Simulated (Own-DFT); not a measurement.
# One host, several defects: wurtzite GaN

Source: density functional calculations with Own-DFT, an unreviewed in-house program that is no longer used. Nothing was measured or relaxed, and spin and spin-orbit coupling are left out.

Method: PBE; PseudoDojo norm-conserving scalar-relativistic files; cutoff 42 hartree; 4 x 4 x 3 k mesh centred on Gamma; Fermi-Dirac smearing of 0.1 eV.

Limits (not all hold for every row): not probed for a lower state with spin; forces not confirmed at this smearing and k mesh; stress not checked against mesh or cutoff.

All runs share one cell, with vectors in Å (9.567, 0.000, 0.000); (-4.784, 8.285, 0.000); (0.000, 0.000, 10.370) and a volume of 822.0 Å³. Atoms were moved at random from their sites; u is the rms move along one axis. The defect's site can differ from row to row.

| cell | formula | u (Å) | P (GPa) |
|---|---|---|---|
| no defect | Ga36N36 | 0.0192 | 5.87 |
| no defect | Ga36N36 | 0.0202 | 5.92 |
| no defect | Ga36N36 | 0.0510 | 7.47 |
| one N on a Ga site | Ga35N37 | 0.0302 | 5.55 |
| one N on a Ga site | Ga35N37 | 0.0305 | 5.34 |
| one N on a Ga site | Ga35N37 | 0.0502 | ? |
| one N on a Ga site | Ga35N37 | 0.0519 | 6.71 |
| one Ga on an N site | Ga37N35 | 0.0290 | 11.96 |
| one Ga on an N site | Ga37N35 | 0.0529 | 13.23 |
| one Ga on an N site | Ga37N35 | 0.0531 | 13.42 |

## Fit

P = P0 + c u² + a shift for each defect gives P0 = 5.63 GPa, c = 704 ± 32 GPa/Å² and a scatter of 0.09 GPa. The shifts, and each times the cell's volume:

- one Ga on an N site: 5.72 ± 0.08 GPa, 29.4 eV
- one N on a Ga site: -0.82 ± 0.08 GPa, -4.2 eV

Against the defect-free cell, a freed cell would be larger where the shift is positive and smaller where it is negative (160.2 GPa Å³ is 1 eV). The atoms around the defects weren't relaxed, which would change these numbers.

## The run left out

Q: what pressure belongs in the blank (one N on a Ga site, u = 0.0502 Å)?

Estimate: 6.58 ± 0.11 GPa. The hidden result is 6.77 GPa.
